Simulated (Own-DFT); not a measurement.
# Computed records: Si₁₂O₂₃ (quartz with two neutral oxygen vacancies, strained, atoms displaced)

A calculation, not a measurement: plane-wave PBE and HSE06 DFT by an unreviewed code, no spin, of a simulated cell at Gamma alone, so results move with cell size and shape, stress positive in tension, energies less offsets, not probed for a lower state with spin; oxygen file: force components 24 meV/angstrom off all-electron in a glass; k mesh not checked against a denser one; forces and stress are PBE's, HSE06 gives the energy alone, and its difference from PBE has offsets of its own; offsets are fitted by least squares, one for each functional and potential file, so energies compare only between cells with the same atoms and settings and are not formation energies; the far tail of each file's local potential was reset to the Coulomb form; each entry is a single point on an unrelaxed cell, so the pressure reflects the starting lattice, mostly measured values (interpolated for alloys), from which strain is counted, and rises with the displacements; printed positions are rounded, which can move forces by about a meV/angstrom; the program, named Own-DFT, is a retired in-house code; no spin-orbit coupling. Program: Own-DFT development build.

Common to all runs: first functional PBE; second functional HSE06; exact exchange share 0.25; screening 0.11 1/bohr; exchange divergence Gygi-Baldereschi; potential files PseudoDojo norm-conserving, scalar-relativistic, made for PBE, standard set; wave cutoff 48 hartree; occupations fixed; k mesh 1 x 1 x 1 centred on Gamma.

```yaml
- entry: 1
  formula: Si12O23
  kind: "quartz with two neutral oxygen vacancies, strained, atoms displaced"
  structure:
    cell_angstrom:
      - [9.6423, -0.0919, 0.1713]
      - [-4.9007, 8.6479, 0.0328]
      - [0.1885, 0.1505, 10.777]
    atoms_fractional:
      - [Si, 0.23841, 0.99497, 0.00054]
      - [Si, 0.9976, 0.23261, 0.33149]
      - [Si, 0.26343, 0.26254, 0.16413]
      - [O, 0.20058, 0.12952, 0.05846]
      - [O, 0.42172, 0.28452, 0.223]
      - [O, 0.3645, 0.06608, 0.39259]
      - [O, 0.07547, 0.36396, 0.44173]
      - [O, 0.13078, 0.20565, 0.26748]
      - [O, 0.29109, 0.42651, 0.10373]
      - [Si, 0.24246, 0.00527, 0.49914]
      - [Si, 0.00347, 0.23842, 0.82887]
      - [Si, 0.26817, 0.26844, 0.66932]
      - [O, 0.21258, 0.13303, 0.56198]
      - [O, 0.36522, 0.07098, 0.89008]
      - [O, 0.07673, 0.37337, 0.93934]
      - [O, 0.13319, 0.20951, 0.77441]
      - [O, 0.29504, 0.4281, 0.60453]
      - [Si, 0.23923, 0.50432, 0.99934]
      - [Si, 0.00083, 0.73776, 0.33513]
      - [Si, 0.26943, 0.77034, 0.16787]
      - [O, 0.20738, 0.63516, 0.062]
      - [O, 0.42659, 0.7922, 0.22366]
      - [O, 0.37012, 0.57353, 0.3973]
      - [O, 0.07839, 0.87058, 0.43907]
      - [O, 0.13266, 0.71099, 0.27576]
      - [O, 0.29713, 0.93346, 0.11195]
      - [Si, 0.23904, 0.50717, 0.5058]
      - [Si, 0.99628, 0.73293, 0.83159]
      - [Si, 0.27061, 0.76573, 0.67172]
      - [O, 0.20588, 0.63129, 0.55766]
      - [O, 0.42768, 0.79377, 0.72012]
      - [O, 0.36295, 0.57139, 0.89059]
      - [O, 0.0743, 0.86836, 0.93169]
      - [O, 0.13562, 0.70195, 0.77121]
      - [O, 0.2915, 0.92761, 0.60955]
      - [Si, 0.73584, 0.99358, 0.99852]
      - [Si, 0.50026, 0.23452, 0.33612]
      - [Si, 0.7693, 0.264, 0.17139]
      - [O, 0.70848, 0.1346, 0.06191]
      - [O, 0.933, 0.29722, 0.22691]
      - [O, 0.86876, 0.07068, 0.39565]
      - [O, 0.57127, 0.36616, 0.44039]
      - [O, 0.63004, 0.20686, 0.27242]
      - [O, 0.79148, 0.42425, 0.1065]
      - [Si, 0.73549, 0.00187, 0.49486]
      - [Si, 0.50199, 0.23161, 0.83393]
      - [Si, 0.75958, 0.27167, 0.66542]
      - [O, 0.71043, 0.13699, 0.55332]
      - [O, 0.91864, 0.29081, 0.72575]
      - [O, 0.86632, 0.07158, 0.89163]
      - [O, 0.57978, 0.37357, 0.94031]
      - [O, 0.79384, 0.4297, 0.60765]
      - [Si, 0.73508, 0.50041, 0.00067]
      - [Si, 0.50017, 0.73476, 0.33027]
      - [Si, 0.77108, 0.76592, 0.16833]
      - [O, 0.7078, 0.63811, 0.06875]
      - [O, 0.92916, 0.79416, 0.22961]
      - [O, 0.86626, 0.57143, 0.39524]
      - [O, 0.57315, 0.87013, 0.43969]
      - [O, 0.63113, 0.70587, 0.27194]
      - [O, 0.79425, 0.92363, 0.10392]
      - [Si, 0.73582, 0.50083, 0.50379]
      - [Si, 0.49567, 0.73374, 0.83482]
      - [Si, 0.76255, 0.76783, 0.66423]
      - [O, 0.70565, 0.63946, 0.56326]
      - [O, 0.92627, 0.79109, 0.72605]
      - [O, 0.8694, 0.57687, 0.89353]
      - [O, 0.57105, 0.86583, 0.93742]
      - [O, 0.64484, 0.71587, 0.77291]
      - [O, 0.78711, 0.92877, 0.60899]
  results:
    "PBE_energy_of_cell_above_offsets [eV]": "-19.105"
    "HSE06_less_PBE_above_offsets [eV]": "-0.244"
    "PBE_pressure [GPa]": 10.09
    "PBE_stress_xx [GPa]": -14.22
    "PBE_stress_yy [GPa]": -5.22
    "PBE_stress_zz [GPa]": -10.82
    "PBE_stress_yz [GPa]": 7.03
    "PBE_stress_xz [GPa]": 6.54
    "PBE_stress_xy [GPa]": -3.46
    force_element: [Si, Si, Si, O, O, O, O, O, O, Si, Si, Si, O, O, O, O, O, Si, Si, Si, O, O, O, O, O, O, Si, Si, Si, O, O, O, O, O, O, Si, Si, Si, O, O, O, O, O, O, Si, Si, Si, O, O, O, O, O, Si, Si, Si, O, O, O, O, O, O, Si, Si, Si, O, O, O, O, O, O]
    "force_x [eV/angstrom]": [-3.96, 0.877, 0.935, 0.818, 1.536, 3.123, -0.017, -0.822, 1.08, -2.791, -4.017, 4.308, -1.014, 1.514, -0.756, 1.541, 0.891, -3.045, -1.051, -0.946, -0.075, 1.609, 1.132, -0.658, 2.251, 0.597, -0.803, 1.518, -2.749, -1.974, 4.781, 2.039, 0.649, -2.551, 0.831, -2.273, -2.456, -0.392, 0.765, -0.202, 2.504, 0.072, 1.285, 0.468, -2.1, 0.507, -0.458, -1.16, 0.689, 1.264, -1.662, -0.025, -0.278, -1.658, -0.521, 1.077, 0.275, 0.864, -0.799, 1.397, 0.512, -3.114, 1.768, 3.681, 0.839, -0.375, 0.006, -0.573, -4.814, 0.085]
    "force_y [eV/angstrom]": [0.237, 2.181, 0.564, -0.569, 0.387, 2.331, -0.169, -1.263, -0.565, -3.391, 1.168, -0.121, 1.505, -0.628, -1.528, -1.316, -0.493, -1.774, 0.835, -1.351, 0.835, 0.548, 0.833, -0.411, -0.803, -0.414, -4.004, 2.285, 0.553, 3.425, 0.378, 0.857, 0.586, -1.306, -0.788, 1.382, 0.678, 0.579, -1.073, 0.418, 1.084, 0.322, -0.987, -0.144, -1.748, 3.434, -4.237, 1.768, 0.392, 1.241, -2.556, 1.585, 1.203, 1.316, 1.118, -2.924, 0.753, 0.741, -1.541, -0.533, -0.033, 0.524, 1.673, 2.38, -2.558, 0.417, -1.696, -0.133, -1.948, 0.488]
    "force_z [eV/angstrom]": [0.681, 2.54, -2.862, -0.48, 1.074, -3.614, -0.318, 1.817, 0.855, 3.668, 3.164, -1.099, 0.692, -0.566, -1.256, -0.023, 1.527, 2.474, 2.232, -1.36, 0.234, 0.543, -1.728, 0.109, -0.743, 0.151, -2.115, -1.066, -6.172, 2.51, 2.533, -2.446, 1.368, 2.963, 0.429, 1.517, -0.226, -3.506, -0.242, -0.344, -3.375, 0.65, 0.798, 0.448, 4.156, -3.356, 1.259, 1.389, 0.424, -1.67, -1.399, -0.006, 2.653, 2.416, -0.316, -2.718, -0.395, -1.195, -1.425, 0.32, 0.737, -0.066, -1.916, -2.084, -2.102, -1.162, 0.245, 0.392, 4.941, -0.557]
- entry: 2
  formula: Si12O23
  kind: "quartz with two neutral oxygen vacancies, strained, atoms displaced"
  structure:
    cell_angstrom:
      - [9.7925, 0.025, 0.1543]
      - [-4.8746, 8.3713, -0.1515]
      - [0.1697, -0.0945, 10.9228]
    atoms_fractional:
      - [Si, 0.23262, 0.99675, 0.99877]
      - [Si, 0.00108, 0.24058, 0.3325]
      - [Si, 0.25975, 0.26324, 0.16842]
      - [O, 0.21463, 0.13475, 0.0599]
      - [O, 0.42895, 0.29242, 0.22702]
      - [O, 0.36851, 0.07204, 0.38839]
      - [O, 0.07384, 0.36942, 0.44189]
      - [O, 0.13324, 0.20381, 0.27285]
      - [O, 0.29147, 0.42374, 0.11036]
      - [Si, 0.23822, 0.00672, 0.49722]
      - [Si, 0.00017, 0.23412, 0.83371]
      - [Si, 0.26774, 0.26736, 0.6689]
      - [O, 0.20448, 0.13384, 0.56085]
      - [O, 0.42965, 0.29221, 0.72485]
      - [O, 0.35534, 0.06962, 0.89167]
      - [O, 0.07289, 0.36096, 0.9404]
      - [O, 0.12998, 0.2041, 0.77169]
      - [O, 0.29642, 0.42093, 0.6016]
      - [Si, 0.24055, 0.50241, 0.99833]
      - [Si, 0.0022, 0.73934, 0.33813]
      - [Si, 0.27026, 0.77123, 0.16641]
      - [O, 0.20962, 0.63203, 0.06081]
      - [O, 0.43237, 0.80137, 0.22986]
      - [O, 0.36326, 0.5687, 0.3916]
      - [O, 0.0755, 0.86449, 0.43923]
      - [O, 0.13138, 0.70135, 0.27377]
      - [O, 0.29949, 0.92741, 0.10322]
      - [Si, 0.22661, 0.49235, 0.50258]
      - [Si, 0.9986, 0.73594, 0.83392]
      - [Si, 0.2653, 0.76144, 0.66608]
      - [O, 0.21078, 0.63569, 0.55932]
      - [O, 0.42219, 0.7849, 0.72476]
      - [O, 0.36055, 0.57196, 0.89162]
      - [O, 0.07753, 0.86817, 0.93898]
      - [O, 0.13019, 0.70287, 0.7724]
      - [O, 0.2924, 0.92978, 0.60631]
      - [Si, 0.73066, 0.9965, 0.99997]
      - [Si, 0.50099, 0.23411, 0.33247]
      - [Si, 0.76533, 0.26524, 0.16327]
      - [O, 0.70316, 0.12915, 0.05884]
      - [O, 0.92459, 0.29126, 0.23224]
      - [O, 0.86014, 0.06862, 0.39654]
      - [O, 0.57561, 0.3681, 0.44296]
      - [O, 0.6349, 0.20807, 0.26886]
      - [O, 0.79421, 0.42483, 0.10608]
      - [Si, 0.73661, 0.99978, 0.49944]
      - [Si, 0.49911, 0.23717, 0.83245]
      - [Si, 0.77375, 0.27653, 0.66904]
      - [O, 0.70287, 0.13091, 0.56047]
      - [O, 0.92356, 0.29335, 0.72586]
      - [O, 0.57394, 0.36577, 0.93996]
      - [O, 0.635, 0.20675, 0.77521]
      - [O, 0.795, 0.4252, 0.60769]
      - [Si, 0.73725, 0.4995, 0.00075]
      - [Si, 0.49596, 0.72893, 0.33408]
      - [Si, 0.77199, 0.76676, 0.16691]
      - [O, 0.70436, 0.63457, 0.05577]
      - [O, 0.92802, 0.79941, 0.22842]
      - [O, 0.86545, 0.57022, 0.39805]
      - [O, 0.57519, 0.87201, 0.43963]
      - [O, 0.63358, 0.70572, 0.27353]
      - [O, 0.7905, 0.92375, 0.11133]
      - [Si, 0.73768, 0.50503, 0.49862]
      - [Si, 0.49788, 0.73743, 0.83388]
      - [Si, 0.76454, 0.7655, 0.6638]
      - [O, 0.70773, 0.62948, 0.55535]
      - [O, 0.92653, 0.79165, 0.72512]
      - [O, 0.8576, 0.56795, 0.88985]
      - [O, 0.63288, 0.70818, 0.77228]
      - [O, 0.79469, 0.92348, 0.60755]
  results:
    "PBE_energy_of_cell_above_offsets [eV]": "-20.197"
    "HSE06_less_PBE_above_offsets [eV]": "-0.173"
    "PBE_pressure [GPa]": 9.14
    "PBE_stress_xx [GPa]": -8.83
    "PBE_stress_yy [GPa]": -11.01
    "PBE_stress_zz [GPa]": -7.59
    "PBE_stress_yz [GPa]": -2.55
    "PBE_stress_xz [GPa]": 4.95
    "PBE_stress_xy [GPa]": 1.35
    force_element: [Si, Si, Si, O, O, O, O, O, O, Si, Si, Si, O, O, O, O, O, O, Si, Si, Si, O, O, O, O, O, O, Si, Si, Si, O, O, O, O, O, O, Si, Si, Si, O, O, O, O, O, O, Si, Si, Si, O, O, O, O, O, Si, Si, Si, O, O, O, O, O, O, Si, Si, Si, O, O, O, O, O]
    "force_x [eV/angstrom]": [1.786, -0.176, 3.809, -1.539, -1.186, -0.448, -2.149, -1.75, -1.019, 1.581, -3.593, 0.846, -0.757, -0.671, 2.114, 0.378, 1.549, -1.121, -0.943, -0.733, 0.743, -1.006, -0.411, -0.757, -0.087, 0.133, -0.844, 3.941, -0.886, -1.647, -0.659, 0.603, 2.056, -1.975, 0.487, 0.148, 2.561, -0.384, 1.205, -1.456, -1.233, 3.42, -0.622, 0.099, -0.332, -1.281, 0.273, -1.821, -0.272, 3.582, -0.481, 0.113, -1.794, -0.828, -0.034, -2.182, 0.062, 2.485, 2.558, -0.9, 0.922, -0.979, 2.005, 0.895, 1.174, -3.346, -0.052, 1.619, 0.247, -1.034]
    "force_y [eV/angstrom]": [0.158, -3.06, 0.616, 0.498, 0.023, -1.254, -2.121, -0.829, 1.918, -2.135, -2.794, -1.038, 0.488, 0.413, 1.687, 2.219, -0.316, 1.933, -3.462, -3.11, -1.595, 1.207, -0.368, -1.463, 2.823, 0.36, 1.264, 2.251, -1.083, 2.918, -1.009, 0.518, 0.601, -1.599, -0.287, -0.558, -2.338, 1.902, -0.388, 1.169, 0.622, 3.142, -1.179, -0.551, 1.662, -1.193, -1.766, -4.802, 1.582, 0.492, 0.363, -0.064, 3.79, -1.217, 2.344, -1.412, 0.497, -0.258, 2.076, -2.011, -0.421, 2.059, -5.563, 2.081, -1.337, 4.14, -0.022, 1.22, -0.664, 2.231]
    "force_z [eV/angstrom]": [1.733, 1.317, -0.377, 0.465, -0.356, 0.502, -0.933, 1.974, -1.598, 0.95, 0.406, 0.072, -0.049, -0.281, -2.337, 1.875, -0.425, -0.531, 2.447, -3.458, 1.512, 0.659, -0.317, 0.928, 2.689, -0.499, -0.762, 0.179, -1.219, 0.442, -0.952, 0.17, -2.108, 0.05, 0.029, -0.057, -3.362, -0.23, 1.348, 0.59, -1.765, -3.616, -0.685, 0.594, -0.814, 2.959, 0.2, -0.64, 1.381, 1.683, 0.986, -0.014, -2.232, 0.361, -0.012, 0.307, 0.769, 1.468, -3.206, -0.59, -0.382, -1.387, 1.276, 1.461, 1.125, 2.8, 0.217, -1.216, 0.008, -1.521]
- entry: 3
  formula: Si12O23
  kind: "quartz with two neutral oxygen vacancies, strained, atoms displaced"
  structure:
    cell_angstrom:
      - [9.689, 0.0599, -0.1589]
      - [-4.7926, 8.3879, 0.0038]
      - [-0.1748, -0.096, 10.7978]
    atoms_fractional:
      - [Si, 0.22956, 0.00636, 0.00376]
      - [Si, 0.0029, 0.23541, 0.33504]
      - [Si, 0.26345, 0.26709, 0.16452]
      - [O, 0.2111, 0.13617, 0.05562]
      - [O, 0.42098, 0.29084, 0.23301]
      - [O, 0.0723, 0.35953, 0.44112]
      - [O, 0.13431, 0.2035, 0.27547]
      - [O, 0.29327, 0.42923, 0.10496]
      - [Si, 0.22668, 0.99616, 0.50349]
      - [Si, 0.99221, 0.23439, 0.83495]
      - [Si, 0.26851, 0.26734, 0.66713]
      - [O, 0.20751, 0.13676, 0.55565]
      - [O, 0.42225, 0.28437, 0.72456]
      - [O, 0.36436, 0.0759, 0.89035]
      - [O, 0.07139, 0.36888, 0.93924]
      - [O, 0.13697, 0.20819, 0.77139]
      - [O, 0.29877, 0.43219, 0.60867]
      - [Si, 0.23437, 0.49648, 0.00417]
      - [Si, 0.99814, 0.73883, 0.33333]
      - [Si, 0.26878, 0.76869, 0.16529]
      - [O, 0.206, 0.63391, 0.05654]
      - [O, 0.42534, 0.79402, 0.22917]
      - [O, 0.36619, 0.57277, 0.39002]
      - [O, 0.07452, 0.86699, 0.44243]
      - [O, 0.13494, 0.70786, 0.272]
      - [O, 0.29192, 0.92378, 0.10681]
      - [Si, 0.23731, 0.50271, 0.50003]
      - [Si, 0.99721, 0.73106, 0.83285]
      - [Si, 0.26537, 0.76279, 0.66897]
      - [O, 0.2085, 0.64092, 0.56298]
      - [O, 0.42467, 0.78681, 0.72535]
      - [O, 0.37236, 0.57531, 0.89106]
      - [O, 0.07643, 0.86407, 0.93834]
      - [O, 0.1352, 0.70025, 0.77181]
      - [O, 0.29761, 0.93009, 0.61202]
      - [Si, 0.73553, 0.00087, 0.99448]
      - [Si, 0.50622, 0.23981, 0.33332]
      - [Si, 0.76437, 0.26802, 0.17077]
      - [O, 0.70268, 0.12799, 0.05616]
      - [O, 0.92202, 0.294, 0.22485]
      - [O, 0.86116, 0.06768, 0.39154]
      - [O, 0.63909, 0.20953, 0.27498]
      - [O, 0.79335, 0.42405, 0.10561]
      - [Si, 0.73625, 0.99953, 0.50049]
      - [Si, 0.49773, 0.23127, 0.83457]
      - [Si, 0.76747, 0.26907, 0.66906]
      - [O, 0.70256, 0.13646, 0.55873]
      - [O, 0.92597, 0.29305, 0.7263]
      - [O, 0.87141, 0.07184, 0.89572]
      - [O, 0.5719, 0.36171, 0.94557]
      - [O, 0.63402, 0.20723, 0.77589]
      - [O, 0.79228, 0.4223, 0.60923]
      - [Si, 0.73688, 0.50221, 0.00049]
      - [Si, 0.50341, 0.73412, 0.33235]
      - [Si, 0.7644, 0.76508, 0.16689]
      - [O, 0.70926, 0.63916, 0.06108]
      - [O, 0.9275, 0.79411, 0.22382]
      - [O, 0.86916, 0.5784, 0.3944]
      - [O, 0.57526, 0.87044, 0.4399]
      - [O, 0.63344, 0.70643, 0.27398]
      - [O, 0.79233, 0.92284, 0.10685]
      - [Si, 0.73132, 0.4995, 0.49822]
      - [Si, 0.50127, 0.73972, 0.83428]
      - [Si, 0.75791, 0.76373, 0.66857]
      - [O, 0.70577, 0.63007, 0.55847]
      - [O, 0.93232, 0.79447, 0.72267]
      - [O, 0.86962, 0.5758, 0.89107]
      - [O, 0.57468, 0.86722, 0.93829]
      - [O, 0.63113, 0.70152, 0.77686]
      - [O, 0.79117, 0.9264, 0.61272]
  results:
    "PBE_stress_xx [GPa]": null
    "PBE_stress_zz [GPa]": null
    "PBE_pressure [GPa]": null
```

## Withheld values
1. Give the missing PBE stress xx for Si₁₂O₂₃ (quartz with two neutral oxygen vacancies, strained, atoms displaced) (entry 3).
2. Si₁₂O₂₃ (quartz with two neutral oxygen vacancies, strained, atoms displaced) (entry 3): PBE stress zz?
3. What PBE pressure does the calculation give for Si₁₂O₂₃ (quartz with two neutral oxygen vacancies, strained, atoms displaced) (entry 3)?

Calculated values
1. -13.65 GPa
2. -11.21 GPa
3. 13.11 GPa

Further results for Si₁₂O₂₃ (quartz with two neutral oxygen vacancies, strained, atoms displaced) (entry 3):

| Property | Result |
| --- | --- |
| PBE energy of cell above offsets | -18.676 eV |
| HSE06 less PBE above offsets | -0.580 eV |
| PBE stress yy | -14.45 GPa |
| PBE stress yz | -2.41 GPa |
| PBE stress xz | -6.4 GPa |
| PBE stress xy | 2.61 GPa |

Force:
| element | x (eV/Å) | y (eV/Å) | z (eV/Å) |
| --- | --- | --- | --- |
| Si | 6.139 | -4.93 | -4.38 |
| Si | -1.596 | -2.789 | -1.87 |
| Si | -0.534 | -0.774 | 1.924 |
| O | -4.29 | 4.763 | 2.545 |
| O | -0.61 | 1.269 | -2.083 |
| O | 0.028 | 2.439 | 2.185 |
| O | 0.579 | 0.115 | -1.259 |
| O | 2.725 | -1.457 | 3.436 |
| Si | 4.868 | 3.355 | -0.181 |
| Si | 4.233 | -0.407 | -0.692 |
| Si | -2.953 | -0.71 | -0.671 |
| O | -1.586 | 1.005 | 0.349 |
| O | 2.508 | 1.315 | 0.426 |
| O | -1.406 | -2.396 | 2.143 |
| O | -0.464 | -0.146 | 0.552 |
| O | -1.901 | -0.071 | 1.188 |
| O | 0.245 | 0.5 | 0.091 |
| Si | -1.205 | 3.754 | -5.71 |
| Si | 2.537 | -1.737 | -0.322 |
| Si | -1.95 | -2.635 | 0.782 |
| O | -0.427 | 0.395 | 0.299 |
| O | 1.636 | 0.697 | -0.06 |
| O | -0.38 | -0.697 | 0.625 |
| O | -2.489 | -1.774 | -0.853 |
| O | -0.429 | 0.123 | 0.255 |
| O | -1.097 | 3.167 | -1.065 |
| Si | -0.328 | 1.002 | -0.26 |
| Si | 2.701 | 1.073 | -1.546 |
| Si | -2.115 | 2.179 | 1.256 |
| O | 0.589 | -3.72 | -4.031 |
| O | 1.275 | 1.434 | -0.523 |
| O | -1.38 | -1.753 | 2.017 |
| O | -0.862 | 0.489 | 0.789 |
| O | -1.467 | -0.245 | 1.369 |
| O | -0.293 | 0.541 | -0.035 |
| Si | 1.324 | 0.082 | 2.186 |
| Si | 0.108 | -0.726 | 5.844 |
| Si | -1.386 | -2.704 | -3.131 |
| O | -1.223 | 2.256 | 1.558 |
| O | 4.637 | 0.411 | 2.126 |
| O | 0.983 | 0.915 | -0.587 |
| O | -0.176 | -0.855 | 0.21 |
| O | -0.073 | 1.725 | -0.014 |
| Si | -0.573 | 2.189 | 0.599 |
| Si | 0.88 | 0.565 | -0.012 |
| Si | -2.397 | -3.371 | 0.034 |
| O | 0.681 | -0.834 | -0.389 |
| O | 1.175 | 0.852 | -0.206 |
| O | 0.139 | -0.646 | -0.449 |
| O | -0.527 | 0.512 | -0.079 |
| O | 1.197 | -0.057 | -0.313 |
| O | -1.294 | 3.683 | -1.471 |
| Si | 0.127 | 0.582 | -1.155 |
| Si | -1.259 | 0.263 | 1.372 |
| Si | -1.229 | 0.27 | 1.519 |
| O | 0.11 | -2.407 | -2.187 |
| O | 0.566 | 0.981 | -0.124 |
| O | 0.092 | -0.494 | 0.175 |
| O | -1.051 | -1.643 | -0.547 |
| O | 1.817 | -0.454 | -0.69 |
| O | -0.81 | 2.284 | -1.045 |
| Si | 0.892 | -3.941 | -2.798 |
| Si | 0.75 | -3.187 | -0.354 |
| Si | 1.888 | -1.378 | 0.855 |
| O | -2.209 | 2.194 | 1.317 |
| O | -1.638 | 0.15 | -0.902 |
| O | -1.541 | -2.783 | 1.814 |
| O | -0.966 | 0.692 | 0.893 |
| O | 0.897 | 0.152 | -0.43 |
| O | -0.212 | 1.348 | -0.312 |
